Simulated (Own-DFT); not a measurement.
# One host, several defects: C11b WSi2

Source: density functional calculations with Own-DFT, an unreviewed in-house program that is no longer used. Nothing was measured or relaxed, and spin and spin-orbit coupling are left out.

Settings: PBE; PseudoDojo norm-conserving scalar-relativistic files; cutoff 50 hartree; 5 x 5 x 5 k mesh centred on Gamma; cold (Marzari-Vanderbilt) smearing of 0.2 eV.

Keep in mind: forces on such cells failed a check on a denser k mesh; stress not checked against mesh or cutoff.

All runs share one cell, with vectors in Å (-2.148, -5.953, 3.409); (-6.444, 2.976, 1.136); (-2.553, -2.948, -6.757) and a volume of 403.2 Å³. The atoms are randomly displaced, by u rms on each axis. The defect's site can differ from row to row.

```
cell,formula,u (Å),P (GPa)
no defect,Si20W10,0.0205,4.58
no defect,Si20W10,0.0501,6.49
no defect,Si20W10,0.0540,5.91
one W on a Si site,Si19W11,0.0322,9.98
one W on a Si site,Si19W11,0.0486,11.20
one W on a Si site,Si19W11,0.0495,10.26
one Si vacancy,Si19W10,0.0272,3.16
one Si vacancy,Si19W10,0.0511,4.37
one Si vacancy,Si19W10,0.0545,5.11
one W vacancy,Si20W9,0.0280,?
one W vacancy,Si20W9,0.0300,3.41
one W vacancy,Si20W9,0.0473,3.94
one W vacancy,Si20W9,0.0514,5.39
one Si on a W site,Si21W9,0.0280,6.29
one Si on a W site,Si21W9,0.0462,7.32
one Si on a W site,Si21W9,0.0536,7.76
```

## Working it out

P = P0 + c u² + a shift for each defect gives P0 = 4.24 GPa, c = 730 ± 129 GPa/Å² and a scatter of 0.44 GPa. The shifts, and each times the cell's volume:

- one W on a Si site: 4.82 ± 0.36 GPa, 12.1 eV
- one Si on a W site: 1.48 ± 0.36 GPa, 3.7 eV
- one W vacancy: -1.40 ± 0.36 GPa, -3.5 eV
- one Si vacancy: -1.56 ± 0.36 GPa, -3.9 eV

Against the defect-free cell, a freed cell would be larger where the shift is positive and smaller where it is negative (160.2 GPa Å³ is 1 eV). The atoms around the defects weren't relaxed, which would change these numbers.

## The run left out

Asked: what pressure belongs in the blank (one W vacancy, u = 0.0280 Å)?

From the fit: 3.41 ± 0.53 GPa. The calculation gave 3.17 GPa.
